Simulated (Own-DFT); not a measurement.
SiC (4H silicon carbide, strained, atoms displaced) (calculated)

A calculation, not a measurement: plane-wave PBE density functional theory by an unreviewed code, no spin, of a simulated periodic cell, stress positive in tension, free energy of the whole cell less one offset for each atom, forces on such cells passed a denser k mesh, this cell's mesh not checked; offsets are fitted by least squares, one for each functional and potential file, so energies compare only between cells with the same atoms and settings and are not formation energies; the far tail of each file's local potential was reset to the Coulomb form; each entry is a single point on an unrelaxed cell, so the pressure reflects the starting lattice, mostly measured values (interpolated for alloys), from which strain is counted, and rises with the displacements; printed positions are rounded, which can move forces by about a meV/angstrom; the program, named Own-DFT, is a retired in-house code; no spin-orbit coupling. Program: Own-DFT development build.

## SiC (4H silicon carbide, strained, atoms displaced)

```xyz
32
Lattice="6.0804 0.0232 -0.0043 -3.0201 5.2664 0.0011 -0.0070 -0.0019 9.9187" Properties=species:S:1:pos:R:3 SiC
Si    -2.9821     5.2520     3.9730
Si     0.0756     1.7665     1.4980
C      3.0024     5.2128     0.9007
C      0.0959     1.7846     3.4352
Si     4.5442     2.6906     4.1164
Si    -1.4594     4.4252     1.5543
C     -1.5134     2.6729     0.9049
C     -1.5840     4.5233     3.4456
Si     0.0062     5.2243     4.0283
Si     2.9896     1.7237     1.5104
C      3.0392     0.1016     0.9287
C      3.0129     1.6935     3.3866
Si     1.5688     2.7081     4.0126
Si     1.5911     4.3759     1.4868
C      1.4933     2.6549     0.8985
C      1.5962     4.4138     3.3964
Si     5.9953     0.0720     9.0092
Si     3.0434     3.4862     6.5088
C      0.0088     0.0547     5.9378
C      2.9879     3.4632     8.3748
Si    -1.4999     2.6323     9.0231
Si     4.6021     0.8186     6.5666
C      4.5086     2.5400     5.9094
C      4.5341     0.9415     8.2554
Si     0.0761     5.2330     8.9132
Si     0.0605     3.4864     6.4642
C      2.9704     0.0937     5.8552
C      0.0292     3.5818     8.4104
Si     1.5611     2.6180     9.1127
Si     1.4694     0.8335     6.5964
C      1.5043     2.6183     5.8841
C      1.5594     0.9076     8.4211
```

Here we set functional PBE, potential files PseudoDojo norm-conserving, scalar-relativistic, standard set, wave cutoff 42 hartree, occupations Fermi-Dirac, smearing width 0.1 eV, hardware one NVIDIA H100 and k mesh 5 x 5 x 3 centred on Gamma.

The calculation gives: free energy of cell above offsets -1.143 eV; pressure 15.79 GPa; stress xx -15.34 GPa; stress yy -13.09 GPa; stress zz -18.92 GPa; stress yz -1.77 GPa; stress xz 2.01 GPa; stress xy 1.42 GPa; wall time 122.4 s.

Force:
```tsv
element	x (eV/Å)	y (eV/Å)	z (eV/Å)
Si	-3.277	3.551	2.917
Si	-2.956	-0.78	1.991
C	2.449	2.368	0.176
C	-2.03	0.523	-0.934
Si	0.217	-1.282	-2.734
Si	-0.88	-0.473	-0.305
C	0.26	-1.002	1.406
C	4.242	-4.552	-1.811
Si	0.48	1.488	0.004
Si	1.851	2.918	1.791
C	0.787	-3.566	-1.511
C	1.119	1.752	0.086
Si	0.145	-2.028	0.552
Si	-2.61	0.726	2.039
C	1.159	-0.149	2.34
C	-1.104	0.107	-0.531
Si	1.774	-1.656	-1.724
Si	-0.528	0.426	0.437
C	-0.195	-2.915	-1.494
C	1.345	1.755	0.555
Si	-0.535	1.238	-1.77
Si	-1.942	0.788	-4.153
C	1.441	1.921	0.597
C	0.554	-0.25	4.986
Si	-1.248	2.579	1.713
Si	-2.088	1.104	0.99
C	1.556	-2.517	1.121
C	0.102	-3.439	-1.165
Si	-0.883	0.475	-4.841
Si	1.126	1.841	-1.067
C	1.042	-0.04	-0.212
C	-1.371	-0.909	0.553
```
